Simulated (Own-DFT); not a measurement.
# Strain and stress in C40 NbSi2, 36 atoms (Nb12Si24)

All numbers below are calculated, not measured. The program, named Own-DFT, is a retired in-house plane-wave density functional code that no person has reviewed. Each row is one single-point run on a periodic cell that was not relaxed, without spin or spin-orbit coupling.

Settings of every run: PBE; PseudoDojo norm-conserving scalar-relativistic files; cutoff 42 hartree; 4 x 4 x 5 k mesh centred on Gamma; cold (Marzari-Vanderbilt) smearing of 0.2 eV.

Known limits: forces on such cells failed a check on a denser k mesh; stress not checked against mesh or cutoff.

Unstrained cell vectors in Å: (0.000, 8.324, 0.000); (-9.613, 0.000, 0.000); (0.000, 0.000, 6.586). The unstrained cell was taken from the Materials Project. The random moves and any unrelaxed bonds add to the pressure at no strain. Each run strains this cell uniformly, with the atoms carried along. Every atom was also moved at random, by a Gaussian of width 0.05 Å on each axis. Strain is the symmetric tensor, in per cent. Stress is positive in tension, and the pressure is minus a third of its trace.

```
run,e_xx (%),e_yy (%),e_zz (%),e_yz (%),e_xz (%),e_xy (%),s_xx (GPa),s_yy (GPa),s_zz (GPa),s_yz (GPa),s_xz (GPa),s_xy (GPa),P (GPa),E (meV/atom)
1,-1.64,-1.15,0.84,1.37,1.41,-1.13,-9.62,-7.36,-1.96,3.34,4.05,-3.67,6.31,24.3
2,1.37,1.15,0.27,0.41,1.39,1.27,3.66,2.43,-0.28,0.87,3.71,3.37,-1.94,0.0
3,1.97,-1.51,1.13,-1.13,-0.32,1.23,4.05,-5.62,1.37,-3.55,-1.35,3.50,0.06,10.2
4,-0.86,-1.16,1.26,-1.90,0.34,1.60,-6.34,-6.25,-0.17,-6.63,1.25,5.05,4.25,25.3
5,-1.12,1.28,1.56,-1.27,1.40,0.56,-4.69,1.91,3.15,-3.47,3.80,1.77,-0.12,19.6
6,-1.89,-1.29,-0.81,-1.77,0.13,0.65,-11.92,-9.55,-10.74,-5.23,0.43,2.57,10.74,32.1
7,0.99,-0.20,-0.73,1.59,1.64,-0.50,0.33,-3.08,-7.32,4.86,5.44,-1.54,3.35,22.7
8,-0.16,1.54,1.48,-0.87,0.50,-0.23,-0.97,3.81,4.20,-2.23,1.12,-0.51,-2.35,2.5
9,0.34,-1.23,0.92,-0.96,1.74,0.90,-1.71,-5.85,-1.01,-3.25,5.02,2.49,2.86,16.9
10,-0.39,1.53,-0.88,0.41,-1.50,1.53,-3.50,1.30,-7.31,0.34,-5.17,4.64,3.17,23.7
11,1.79,-0.59,1.17,1.06,-0.41,-1.22,4.72,-2.59,1.98,3.57,-1.28,-2.71,-1.37,4.1
12,-1.57,1.72,0.43,-0.38,0.92,1.26,-6.65,2.77,-1.39,-1.12,2.96,4.26,1.76,5.5
13,0.67,1.95,-1.91,0.83,-0.71,1.44,-0.78,3.33,-10.67,2.63,-1.74,3.92,2.70,22.3
14,-1.06,-1.63,1.34,1.73,1.30,-0.78,-6.67,-8.65,-0.66,5.22,4.18,-2.45,5.33,27.9
15,-0.94,0.49,0.37,-1.11,-0.39,1.10,-5.21,-1.09,-1.93,-2.95,-0.97,3.12,2.75,2.7
16,0.83,-0.19,1.76,-0.82,1.77,0.75,?,?,?,?,?,?,?,?
```

E is the free energy for each atom above the lowest run shown.

## Worked fit

Each stress component was fitted by least squares to a constant and the strains of the runs shown, as fractions, with shears doubled. Shear strains stay in the fit of a normal stress only where such slopes are resolved. The slopes, in GPa:

| stress | at no strain | per e_xx | per e_yy | per e_zz | scatter |
|---|---|---|---|---|---|
| s_xx | -2.8 | 378 ± 7 | 88 ± 7 | 91 ± 9 | 0.32 |
| s_yy | -2.7 | 78 ± 6 | 353 ± 6 | 78 ± 7 | 0.27 |
| s_zz | -4.1 | 74 ± 8 | 101 ± 8 | 470 ± 11 | 0.39 |

Each shear stress against twice its own strain: yz 136 ± 8, xz 153 ± 6, xy 134 ± 9 GPa. These are stiffnesses along x, y and z of the frame in which the cell vectors are given, which need not be the crystal's axes. The atoms are held to the strained lattice; where symmetry lets them move under strain, relaxing them would lower some slopes. The table should be nearly symmetric about its diagonal, and what it lacks of that shows the noise. A ninth of its sum, 190 ± 6 GPa, estimates the bulk modulus near the mean pressure of these runs, 2.5 GPa, so it lies above the value at zero pressure.

## Withheld run

Question: what normal stresses and pressure should run 16 give?

The fit gives s_xx = 1.7, s_yy = -1.4, s_zz = 4.5 and P = -1.6 GPa. The calculation gave 1.12, -1.49, 3.55 and P = -1.06 GPa.
